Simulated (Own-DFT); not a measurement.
# Computed records: Al₃₂O₄₇ (corundum with one vacancy, atoms displaced), Al₃₁GaO₄₈ (corundum with substituted atoms, atoms displaced), Al₁₆O₂₃ (corundum with two vacancies, strained, atoms displaced)

A calculation, not a measurement: plane-wave PBE density functional theory by an unreviewed code, no spin, of a simulated periodic cell, stress positive in tension, free energy of the whole cell less one offset for each atom, defect cell not probed for a lower state with spin; oxygen file: force components 24 meV/angstrom off all-electron in one glass; forces on such cells passed a denser k mesh, this cell's mesh not checked; offsets are fitted by least squares, one for each functional and potential file, so energies compare only between cells with the same atoms and settings and are not formation energies; the far tail of each file's local potential was reset to the Coulomb form; each entry is a single point on an unrelaxed cell, so the pressure reflects the starting lattice, mostly measured values, from which strain is counted, and rises with the displacements; printed positions are rounded, which can move forces by about a meV/angstrom; the program is a retired in-house code; no spin-orbit coupling; before rounding, a Quantum ESPRESSO 7.3.1 run of the same cell and cutoff gave forces within 1 meV/angstrom rms on each cell, which checks the program and not the settings. Program: Own-DFT development build.

Settings shared by all entries: functional PBE; potential files PseudoDojo norm-conserving, scalar-relativistic, standard set; wave cutoff 72 hartree; occupations Fermi-Dirac; smearing width 0.1 eV; k mesh 3 x 3 x 3 centred on Gamma.

```json
{"entry": 1, "formula": "Al32O47", "kind": "corundum with one vacancy, atoms displaced", "structure": {"cell_angstrom": [[5.494, 0.0, 8.6604], [-2.747, 4.7579, 8.6604], [-2.747, -4.7579, 8.6604]], "atoms_fractional": [["Al", 0.17194, 0.18015, 0.16985], ["Al", 0.32173, 0.32527, 0.32311], ["Al", 0.42384, 0.43503, 0.41388], ["Al", 0.07742, 0.07369, 0.05774], ["O", 0.28217, 0.48967, 0.10572], ["O", 0.4667, 0.11559, 0.26852], ["O", 0.12354, 0.28438, 0.48323], ["O", 0.22098, 0.04411, 0.37645], ["O", 0.04972, 0.36059, 0.21792], ["O", 0.38053, 0.21984, 0.02278], ["Al", 0.17263, 0.18974, 0.68031], ["Al", 0.33087, 0.32529, 0.82213], ["Al", 0.39953, 0.43297, 0.92459], ["Al", 0.09193, 0.06846, 0.55908], ["O", 0.27471, 0.49821, 0.60483], ["O", 0.46601, 0.11135, 0.79727], ["O", 0.14423, 0.27094, 0.96654], ["O", 0.04686, 0.3606, 0.71328], ["O", 0.37041, 0.22194, 0.53157], ["Al", 0.17074, 0.68175, 0.18679], ["Al", 0.30975, 0.84235, 0.33212], ["Al", 0.40801, 0.93531, 0.44697], ["Al", 0.06882, 0.57463, 0.09251], ["O", 0.28473, 0.97668, 0.11929], ["O", 0.47915, 0.62829, 0.27045], ["O", 0.12553, 0.78502, 0.48351], ["O", 0.23558, 0.51981, 0.3705], ["O", 0.03679, 0.87371, 0.22378], ["O", 0.37557, 0.70713, 0.032], ["Al", 0.16853, 0.6864, 0.68907], ["Al", 0.30689, 0.82976, 0.82913], ["Al", 0.42103, 0.93614, 0.93566], ["Al", 0.0697, 0.58344, 0.57686], ["O", 0.27838, 0.96946, 0.63379], ["O", 0.4921, 0.60759, 0.7792], ["O", 0.13206, 0.76427, 0.97825], ["O", 0.22267, 0.52294, 0.87701], ["O", 0.02321, 0.88035, 0.72596], ["O", 0.39119, 0.70816, 0.51463], ["Al", 0.66562, 0.18915, 0.17372], ["Al", 0.8166, 0.32827, 0.32146], ["Al", 0.93923, 0.40522, 0.42546], ["Al", 0.5741, 0.07259, 0.07816], ["O", 0.77389, 0.47359, 0.12544], ["O", 0.97904, 0.12146, 0.27569], ["O", 0.63559, 0.27053, 0.4736], ["O", 0.73095, 0.03233, 0.36903], ["O", 0.55121, 0.37078, 0.21521], ["O", 0.8593, 0.21882, 0.0217], ["Al", 0.68318, 0.16938, 0.67809], ["Al", 0.81281, 0.34673, 0.82162], ["Al", 0.90886, 0.43569, 0.93933], ["Al", 0.58433, 0.05412, 0.57771], ["O", 0.78562, 0.45865, 0.63562], ["O", 0.9692, 0.11932, 0.78054], ["O", 0.62994, 0.27158, 0.96115], ["O", 0.7097, 0.03553, 0.88332], ["O", 0.51953, 0.36424, 0.74256], ["O", 0.87398, 0.22421, 0.51884], ["Al", 0.6823, 0.67351, 0.18323], ["Al", 0.80627, 0.84022, 0.321], ["Al", 0.92481, 0.92289, 0.43332], ["Al", 0.57122, 0.57467, 0.06523], ["O", 0.78922, 0.97739, 0.12071], ["O", 0.96644, 0.61905, 0.293], ["O", 0.61271, 0.78358, 0.46728], ["O", 0.72306, 0.54313, 0.36229], ["O", 0.51336, 0.86746, 0.23481], ["O", 0.87076, 0.71098, 0.04224], ["Al", 0.70494, 0.65454, 0.66161], ["Al", 0.80742, 0.84278, 0.82033], ["Al", 0.93605, 0.91203, 0.92409], ["Al", 0.55687, 0.57846, 0.58268], ["O", 0.76919, 0.96015, 0.63065], ["O", 0.98022, 0.62752, 0.76812], ["O", 0.61186, 0.77604, 0.97117], ["O", 0.70975, 0.50523, 0.89149], ["O", 0.53035, 0.8887, 0.71908], ["O", 0.87636, 0.71354, 0.53081]]}, "results": {"free_energy_of_cell_above_offsets [eV]": "-42.060", "pressure [GPa]": 14.02, "stress_xx [GPa]": -14.46, "stress_yy [GPa]": -15.17, "stress_zz [GPa]": -12.43, "stress_yz [GPa]": 0.34, "stress_xz [GPa]": 1.12, "stress_xy [GPa]": 0.33, "force_element": ["Al", "Al", "Al", "Al", "O", "O", "O", "O", "O", "O", "Al", "Al", "Al", "Al", "O", "O", "O", "O", "O", "Al", "Al", "Al", "Al", "O", "O", "O", "O", "O", "O", "Al", "Al", "Al", "Al", "O", "O", "O", "O", "O", "O", "Al", "Al", "Al", "Al", "O", "O", "O", "O", "O", "O", "Al", "Al", "Al", "Al", "O", "O", "O", "O", "O", "O", "Al", "Al", "Al", "Al", "O", "O", "O", "O", "O", "O", "Al", "Al", "Al", "Al", "O", "O", "O", "O", "O", "O"], "force_x [eV/angstrom]": [2.461, 0.344, 0.557, -0.097, -0.811, -1.862, 1.353, 2.534, -3.141, -1.69, 4.078, 0.502, 4.019, -6.792, 1.032, 0.807, -3.09, -7.878, 2.208, 1.632, 3.472, 4.682, 0.748, -2.348, -0.631, -1.6, -1.744, -1.037, -1.166, 2.533, 2.681, 1.4, 2.694, -0.847, -2.283, -2.208, -2.492, 0.269, -4.949, 2.454, 0.704, -2.384, -0.207, 0.321, -0.772, -1.743, -0.534, -3.059, 2.629, -2.035, 3.769, 3.567, -2.304, 1.114, 0.968, -1.976, 3.125, 2.304, 0.835, -3.442, 1.148, 1.293, -1.923, -0.011, 0.535, 1.199, 1.021, 1.439, 1.644, -5.307, 0.013, -2.376, 2.901, 1.038, -2.827, 2.724, -0.309, -0.047, 1.17], "force_y [eV/angstrom]": [-0.158, 0.361, -0.894, 0.338, -3.817, 0.271, 0.382, 0.316, 1.191, -1.041, -4.149, 0.047, -1.817, -2.107, -2.944, 4.786, 0.873, 3.513, 0.529, -0.16, -0.327, 1.056, -0.175, -1.974, -0.772, 1.669, 0.979, -0.484, 1.705, -0.29, -1.385, -1.644, -1.393, 0.34, 1.706, 1.292, 1.529, 0.039, -0.007, -0.529, -0.484, 0.721, 0.471, -0.333, 0.336, -0.476, -0.597, -0.773, 0.072, 1.209, -6.58, 0.272, 4.332, 3.792, 0.548, -0.699, -0.582, 3.18, -0.911, 1.817, -0.971, 1.834, 0.032, -0.653, 0.755, -0.688, -4.841, 2.521, 2.403, -0.357, -3.15, 1.296, -0.926, 0.81, -1.492, 0.302, 3.98, -4.648, 1.621], "force_z [eV/angstrom]": [-0.576, -0.335, 2.082, -0.191, 0.503, 4.171, -2.056, -2.554, 1.437, -0.109, -3.45, -2.423, 4.099, 2.95, 0.24, 1.789, -2.069, 4.476, 0.556, -0.643, -1.364, -1.643, -0.888, 0.752, -1.038, -1.44, -0.469, -0.062, 0.201, -2.389, 3.236, -3.381, 0.05, -0.885, -0.734, -1.2, -0.636, -0.612, 0.566, -2.138, 0.209, 1.087, -0.603, 0.878, -0.047, -0.868, -1.004, -0.597, 4.303, -0.128, -3.419, -0.65, 1.381, -2.486, -0.007, 0.645, -1.924, -0.79, 0.834, -3.171, -0.116, -0.058, 1.911, -2.032, 0.156, 2.129, 1.443, 1.602, 0.927, -1.001, -0.588, 2.24, 0.799, 2.007, 0.017, 2.046, 3.666, -4.071, 1.455]}}
{"entry": 2, "formula": "Al31GaO48", "kind": "corundum with substituted atoms, atoms displaced", "structure": {"cell_angstrom": [[5.494, 0.0, 8.6604], [-2.747, 4.7579, 8.6604], [-2.747, -4.7579, 8.6604]], "atoms_fractional": [["Al", 0.17744, 0.16919, 0.18044], ["Al", 0.31453, 0.35218, 0.32172], ["Al", 0.43402, 0.43702, 0.42264], ["Al", 0.05781, 0.07174, 0.0966], ["O", 0.26443, 0.4731, 0.12682], ["O", 0.45321, 0.13588, 0.27655], ["O", 0.11879, 0.27288, 0.464], ["O", 0.21758, 0.02697, 0.38343], ["O", 0.02204, 0.37699, 0.23779], ["O", 0.36412, 0.21702, 0.02832], ["Ga", 0.17585, 0.17186, 0.67412], ["Al", 0.32272, 0.32585, 0.7976], ["Al", 0.4244, 0.42851, 0.93365], ["Al", 0.08441, 0.0834, 0.56687], ["O", 0.28745, 0.4815, 0.60296], ["O", 0.46931, 0.13501, 0.7671], ["O", 0.13897, 0.2797, 0.95962], ["O", 0.20601, 0.03412, 0.88161], ["O", 0.02042, 0.39233, 0.72216], ["O", 0.36798, 0.23229, 0.53877], ["Al", 0.16883, 0.68555, 0.17177], ["Al", 0.3355, 0.80308, 0.31925], ["Al", 0.41354, 0.9459, 0.41754], ["Al", 0.07486, 0.57503, 0.06894], ["O", 0.29322, 0.95809, 0.12751], ["O", 0.47226, 0.61322, 0.28211], ["O", 0.10724, 0.77697, 0.48453], ["O", 0.19954, 0.53887, 0.38168], ["O", 0.02315, 0.8733, 0.24256], ["O", 0.3635, 0.72236, 0.03397], ["Al", 0.17825, 0.65587, 0.68418], ["Al", 0.34172, 0.8091, 0.82308], ["Al", 0.428, 0.9327, 0.92814], ["Al", 0.05436, 0.59909, 0.55619], ["O", 0.27373, 0.9601, 0.63975], ["O", 0.46993, 0.62459, 0.76114], ["O", 0.12531, 0.78147, 0.9725], ["O", 0.20884, 0.51647, 0.87131], ["O", 0.04481, 0.86343, 0.72591], ["O", 0.36865, 0.71946, 0.54245], ["Al", 0.6678, 0.16308, 0.1878], ["Al", 0.83399, 0.33531, 0.31341], ["Al", 0.93673, 0.41349, 0.42524], ["Al", 0.58601, 0.07481, 0.05972], ["O", 0.76951, 0.48667, 0.11603], ["O", 0.97515, 0.13372, 0.26922], ["O", 0.61333, 0.29213, 0.47925], ["O", 0.71357, 0.04031, 0.36928], ["O", 0.5311, 0.37529, 0.22125], ["O", 0.86427, 0.21587, 0.04514], ["Al", 0.66628, 0.16013, 0.69646], ["Al", 0.84178, 0.30924, 0.82831], ["Al", 0.91096, 0.44063, 0.93631], ["Al", 0.58432, 0.08679, 0.55691], ["O", 0.78482, 0.45591, 0.63943], ["O", 0.97133, 0.1347, 0.77164], ["O", 0.6214, 0.25657, 0.98634], ["O", 0.74226, 0.01391, 0.86861], ["O", 0.53685, 0.3637, 0.71793], ["O", 0.87355, 0.21121, 0.53875], ["Al", 0.67358, 0.6918, 0.1677], ["Al", 0.83807, 0.81422, 0.328], ["Al", 0.93093, 0.92474, 0.42143], ["Al", 0.55908, 0.57964, 0.07835], ["O", 0.78107, 0.97474, 0.13111], ["O", 0.97572, 0.63122, 0.27573], ["O", 0.62724, 0.76574, 0.49303], ["O", 0.71253, 0.53605, 0.37863], ["O", 0.52153, 0.87203, 0.22599], ["O", 0.88073, 0.72668, 0.02076], ["Al", 0.69042, 0.66807, 0.68625], ["Al", 0.8236, 0.83981, 0.81292], ["Al", 0.92494, 0.9337, 0.94042], ["Al", 0.5721, 0.58337, 0.57339], ["O", 0.78151, 0.96757, 0.63246], ["O", 0.96868, 0.62601, 0.78473], ["O", 0.61773, 0.76557, 0.99813], ["O", 0.72156, 0.53509, 0.86311], ["O", 0.52781, 0.88122, 0.72031], ["O", 0.86525, 0.73776, 0.54013]]}, "results": {"free_energy_of_cell_above_offsets [eV]": "-44.295", "pressure [GPa]": 14.78, "stress_xx [GPa]": -15.26, "stress_yy [GPa]": -15.41, "stress_zz [GPa]": -13.67, "stress_yz [GPa]": 1.51, "stress_xz [GPa]": 1.15, "stress_xy [GPa]": 2.0, "force_element": ["Al", "Al", "Al", "Al", "O", "O", "O", "O", "O", "O", "Ga", "Al", "Al", "Al", "O", "O", "O", "O", "O", "O", "Al", "Al", "Al", "Al", "O", "O", "O", "O", "O", "O", "Al", "Al", "Al", "Al", "O", "O", "O", "O", "O", "O", "Al", "Al", "Al", "Al", "O", "O", "O", "O", "O", "O", "Al", "Al", "Al", "Al", "O", "O", "O", "O", "O", "O", "Al", "Al", "Al", "Al", "O", "O", "O", "O", "O", "O", "Al", "Al", "Al", "Al", "O", "O", "O", "O", "O", "O"], "force_x [eV/angstrom]": [0.793, 1.075, 0.3, 2.658, 0.918, 0.632, 2.456, 0.784, 1.754, 2.23, 0.012, -1.105, 1.573, -1.412, -2.17, 1.489, -3.097, 0.498, 0.362, 1.529, -0.193, -3.092, 0.679, -0.028, -2.074, -0.167, 2.47, 2.412, 1.425, 1.376, -1.622, -1.659, 0.006, 1.919, 1.188, -2.232, 0.244, 0.146, -1.114, 0.921, -1.125, -2.779, -4.893, -2.655, -0.291, -0.647, 3.28, 1.101, -1.211, 0.28, 1.132, -2.652, 3.871, -2.152, 0.313, -0.011, 0.21, -3.302, -1.778, 0.164, 1.863, -3.425, -2.871, 1.763, 0.133, -0.123, 0.994, 1.455, 0.117, -1.298, -0.918, 3.811, 3.338, 1.279, -0.716, -0.784, -0.211, -1.872, 0.016, -1.29], "force_y [eV/angstrom]": [0.722, -2.385, -3.463, 3.897, 0.268, 0.097, 0.943, 1.015, 1.677, 0.016, 0.143, -0.412, 0.07, -4.016, -0.966, -2.769, -2.065, -2.402, -0.448, 1.667, -0.178, -0.669, -3.06, 0.744, 0.03, 3.056, 1.519, 1.494, 1.062, 0.137, 3.558, 1.602, 1.09, -5.2, 1.837, -3.383, -0.689, -2.094, 0.956, 1.612, 2.646, -1.445, 0.179, -1.39, -2.856, -1.234, -0.307, -2.262, 0.061, 1.29, 4.047, 1.591, 1.061, -1.201, 1.764, -2.514, 3.018, -0.201, -0.002, 1.101, -2.425, -0.496, -0.307, 0.027, -1.24, -0.937, 3.077, 0.817, 0.946, -1.339, 4.307, -4.38, 1.103, -0.99, 3.175, 0.696, 4.653, -5.629, -1.11, 1.698], "force_z [eV/angstrom]": [0.77, -1.547, -2.507, -0.858, 1.365, 1.782, 4.111, -1.37, -2.051, 2.243, 2.887, 3.16, -3.269, -3.733, 0.574, -0.943, -2.018, 1.578, -0.646, -1.045, -0.552, 2.557, -0.575, -1.133, -0.69, 0.892, 1.34, -1.117, -1.667, 0.468, 1.065, -0.456, -1.469, 2.64, -0.029, 2.769, 0.549, 3.55, -0.367, -1.552, -0.033, -0.511, 0.25, -2.261, 1.556, 0.101, -0.484, 1.301, -0.885, -0.024, 1.696, 0.728, -1.153, -0.277, -0.356, -1.547, 1.951, 1.373, 1.196, -0.412, 1.286, -1.354, 2.768, 0.44, -0.912, -0.71, 0.374, -0.351, 1.6, 0.358, -3.885, 1.314, -2.496, -1.534, -2.338, -0.601, -1.675, 2.769, 0.496, -2.46]}}
{"entry": 3, "formula": "Al16O23", "kind": "corundum with two vacancies, strained, atoms displaced", "structure": {"cell_angstrom": [[5.5357, 0.0477, 8.7576], [-2.8663, 4.8235, 8.8463], [-2.7627, -4.5487, 8.7281]], "atoms_fractional": [["Al", 0.17107, 0.1703, 0.1844], ["Al", 0.30852, 0.31922, 0.32996], ["Al", 0.43136, 0.4261, 0.4166], ["Al", 0.07967, 0.07083, 0.07362], ["O", 0.27527, 0.47767, 0.12111], ["O", 0.46802, 0.13174, 0.26635], ["O", 0.12906, 0.28521, 0.45826], ["O", 0.21696, 0.03754, 0.36759], ["O", 0.01627, 0.37907, 0.23337], ["O", 0.37314, 0.22389, 0.03463], ["Al", 0.1696, 0.17282, 0.6759], ["Al", 0.33324, 0.32391, 0.81521], ["Al", 0.42739, 0.42705, 0.92351], ["Al", 0.0732, 0.07749, 0.56853], ["O", 0.2689, 0.47866, 0.62662], ["O", 0.47728, 0.11866, 0.78241], ["O", 0.13625, 0.28559, 0.96169], ["O", 0.21178, 0.03128, 0.88304], ["O", 0.03438, 0.37096, 0.72681], ["O", 0.37136, 0.22181, 0.53106], ["Al", 0.18097, 0.67812, 0.16828], ["Al", 0.32758, 0.81457, 0.33351], ["Al", 0.4352, 0.92364, 0.42234], ["Al", 0.07387, 0.57717, 0.06728], ["O", 0.28952, 0.96375, 0.11688], ["O", 0.4685, 0.63464, 0.27263], ["O", 0.1262, 0.77477, 0.47279], ["O", 0.22933, 0.52439, 0.36741], ["O", 0.02972, 0.87688, 0.22409], ["O", 0.37544, 0.72695, 0.02164], ["Al", 0.17206, 0.66966, 0.67254], ["Al", 0.31955, 0.83666, 0.82365], ["Al", 0.42859, 0.92184, 0.92499], ["Al", 0.0707, 0.57225, 0.5738], ["O", 0.28923, 0.96672, 0.63409], ["O", 0.4814, 0.62115, 0.76837], ["O", 0.12912, 0.78648, 0.96345], ["O", 0.21705, 0.52954, 0.88154], ["O", 0.03097, 0.87747, 0.71345], ["O", 0.37389, 0.73188, 0.51253], ["Al", 0.67524, 0.18613, 0.16673], ["Al", 0.82472, 0.33572, 0.31962], ["Al", 0.9338, 0.42113, 0.41919], ["Al", 0.5764, 0.07483, 0.07398], ["O", 0.96898, 0.12032, 0.27861], ["O", 0.61761, 0.28761, 0.47896], ["O", 0.71986, 0.01654, 0.38464], ["O", 0.52381, 0.38891, 0.21364], ["O", 0.86806, 0.22898, 0.03007], ["Al", 0.68614, 0.1682, 0.67057], ["Al", 0.82611, 0.32297, 0.81814], ["Al", 0.93082, 0.41743, 0.9205], ["Al", 0.57134, 0.07437, 0.5744], ["O", 0.77951, 0.47137, 0.62133], ["O", 0.96175, 0.12832, 0.79014], ["O", 0.61842, 0.28182, 0.97698], ["O", 0.71834, 0.03378, 0.8626], ["O", 0.51604, 0.38344, 0.72852], ["O", 0.8721, 0.22153, 0.5271], ["Al", 0.68003, 0.67357, 0.17424], ["Al", 0.82427, 0.82803, 0.3113], ["Al", 0.93002, 0.92135, 0.42291], ["Al", 0.56207, 0.57285, 0.07944], ["O", 0.78539, 0.97516, 0.11611], ["O", 0.97275, 0.61824, 0.28531], ["O", 0.6314, 0.77406, 0.47198], ["O", 0.72078, 0.5334, 0.37469], ["O", 0.52363, 0.87976, 0.21841], ["O", 0.87875, 0.72225, 0.02651], ["Al", 0.67537, 0.67988, 0.67254], ["Al", 0.82816, 0.81374, 0.83489], ["Al", 0.92561, 0.91745, 0.93347], ["Al", 0.5799, 0.57216, 0.56506], ["O", 0.78083, 0.97113, 0.62572], ["O", 0.97409, 0.62218, 0.77993], ["O", 0.62426, 0.78543, 0.97052], ["O", 0.51603, 0.88067, 0.73164], ["O", 0.87932, 0.7217, 0.53141]]}, "results": {"stress_zz [GPa]": null, "stress_xx [GPa]": null}}
```

**Q.** Al₁₆O₂₃ (corundum with two vacancies, strained, atoms displaced) (entry 3): stress zz?
**A.** -3.71 GPa

**Q.** Give the missing stress xx for Al₁₆O₂₃ (corundum with two vacancies, strained, atoms displaced) (entry 3).
**A.** -3.55 GPa

Further results for Al₁₆O₂₃ (corundum with two vacancies, strained, atoms displaced) (entry 3):

- free energy of cell above offsets: -49.238 eV
- pressure: 7.27 GPa
- stress yy: -14.55 GPa
- stress yz: 4.17 GPa
- stress xz: -1.09 GPa
- stress xy: -4.6 GPa

Force:
```csv
element,x (eV/Å),y (eV/Å),z (eV/Å)
Al,0.893,3.166,-1.04
Al,3.719,2.885,2.743
Al,-1.523,-0.457,0.256
Al,-0.547,0.044,0.865
O,-0.067,-0.248,0.08
O,-0.243,-1.716,1.395
O,-2.622,-3.832,-1.483
O,-0.124,-2.599,1.746
O,2.083,1.037,-0.7
O,-0.026,0.121,-0.629
Al,-0.017,-0.525,1.979
Al,-0.07,-1.125,0.395
Al,-0.912,0.07,-0.332
Al,0.164,-0.937,-0.975
O,1.724,0.133,-0.484
O,-0.43,0.995,-0.371
O,-1.306,-1.73,-0.996
O,1.006,1.033,-0.896
O,0.243,0.529,-1.708
O,0.205,0.448,-0.46
Al,-0.653,-0.685,-0.039
Al,-0.04,3.113,-1.75
Al,-0.763,-0.135,-0.416
Al,0.698,-1.206,0.903
O,-2.189,-0.79,0.939
O,0.966,-1.426,-0.742
O,0.101,0.67,-0.239
O,-1.192,-0.351,0.411
O,0.478,-0.13,-1.475
O,-0.498,-0.803,-0.348
Al,-0.386,-0.276,1.661
Al,1.495,-2.563,0.571
Al,-0.21,0.378,1.161
Al,1.029,0.381,0.506
O,-0.641,4.082,-3.012
O,-1.285,0.224,0.658
O,-0.919,-1.09,-0.563
O,0.592,1.351,-0.684
O,-0.252,-0.494,0.642
O,-0.09,-2.707,2.004
Al,-1.225,-1.071,0.659
Al,-0.156,0.274,-2.183
Al,-2.405,-0.034,0.757
Al,-0.293,1.193,-1.654
O,0.289,0.997,1.025
O,0.88,0.404,-0.721
O,-0.286,1.957,-0.619
O,0.853,-2.897,-1.206
O,0.943,-0.298,-0.002
Al,-1.592,0.563,-1.433
Al,-1.396,0.364,0.535
Al,-1.717,-0.174,1.726
Al,0.093,-0.504,0.827
O,1.067,-0.165,-0.27
O,2.167,0.594,-1.068
O,1.499,0.58,0.298
O,0.062,-3.186,2.999
O,1.834,0.52,-0.706
O,0.669,0.317,1.195
Al,-1.346,0.36,-1.14
Al,0.378,-1.88,1.712
Al,-1.142,-0.804,0.438
Al,2.136,3.138,1.628
O,-1.03,-0.084,-0.479
O,-0.04,1.849,0.293
O,-0.198,1.285,-0.475
O,0.546,0.202,-0.267
O,1.117,-0.047,1.06
O,-0.676,-0.221,0.282
Al,-0.329,-1.394,0.584
Al,0.133,2.4,-1.652
Al,0.715,2.218,-0.291
Al,-1.732,-1.001,0.996
O,0.398,0.238,-0.709
O,-0.737,-0.313,-0.167
O,0.909,-1.014,0.13
O,1.73,0.807,-0.514
O,-0.508,-0.005,-1.16
```
